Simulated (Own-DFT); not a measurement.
# Which defects push the lattice out? 2H SiC

Everything here is calculated. The program is Own-DFT (plane waves, in-house, since retired, never reviewed by a person); positions were held fixed, and spin and spin-orbit coupling were off.

All runs used: PBE; PseudoDojo norm-conserving scalar-relativistic files; cutoff 42 hartree; 4 x 4 x 3 k mesh centred on Gamma; Fermi-Dirac smearing of 0.1 eV.

Caveats (not all hold for every row): not probed for a lower state with spin; forces on such cells moved up to 12 meV/angstrom on a denser k mesh; forces on such cells passed a denser k mesh, each cell not checked; stress not checked against mesh or cutoff.

All runs share one cell, with vectors in Å (9.248, 0.000, 0.000); (-4.624, 8.009, 0.000); (0.000, 0.000, 10.068) and a volume of 745.7 Å³. u is the rms random offset of the atoms per axis. The defect's site can differ from row to row.

| cell | formula | u (Å) | P (GPa) |
|---|---|---|---|
| no defect | C36Si36 | 0.0285 | 3.68 |
| no defect | C36Si36 | 0.0310 | 4.08 |
| no defect | C36Si36 | 0.0654 | 6.77 |
| one C vacancy | C35Si36 | 0.0290 | 3.75 |
| one C vacancy | C35Si36 | 0.0298 | 3.56 |
| one C vacancy | C35Si36 | 0.0316 | 3.98 |
| one Al on a Si site and one N on a C site | AlC35NSi35 | 0.0291 | 4.13 |
| one Al on a Si site and one N on a C site | AlC35NSi35 | 0.0302 | 4.11 |
| one Al on a Si site and one N on a C site | AlC35NSi35 | 0.0509 | 5.41 |
| one C on a Si site | C37Si35 | 0.0309 | 2.07 |
| one C on a Si site | C37Si35 | 0.0320 | 1.83 |
| one C on a Si site | C37Si35 | 0.0473 | 3.34 |
| one C on a Si site | C37Si35 | 0.0507 | ? |
| two N on a C site each | C34N2Si36 | 0.0296 | 2.82 |
| two N on a C site each | C34N2Si36 | 0.0322 | 3.11 |
| two N on a C site each | C34N2Si36 | 0.0540 | 4.62 |

## Fit

P = P0 + c u² + a shift for each defect gives P0 = 3.11 GPa, c = 860 ± 45 GPa/Å² and a scatter of 0.16 GPa. The shifts, and each times the cell's volume:

- one Al on a Si site and one N on a C site: 0.19 ± 0.14 GPa, 0.9 eV (not resolved)
- one C vacancy: -0.13 ± 0.14 GPa, -0.6 eV (not resolved)
- two N on a C site each: -0.98 ± 0.14 GPa, -4.5 eV (-2.3 eV for each of its 2 sites)
- one C on a Si site: -1.91 ± 0.14 GPa, -8.9 eV

Positive is outwards. The product with the volume (160.2 GPa Å³ to the eV) is nearly free of the cell's size; divided by the bulk modulus at the cell's pressure it gives the volume that the defect adds. The atoms around the defects weren't relaxed, which would change these numbers.

## Prediction

The question: what pressure belongs in the blank (one C on a Si site, u = 0.0507 Å)?

Estimate: 3.42 ± 0.20 GPa. The calculation gave 3.22 GPa.
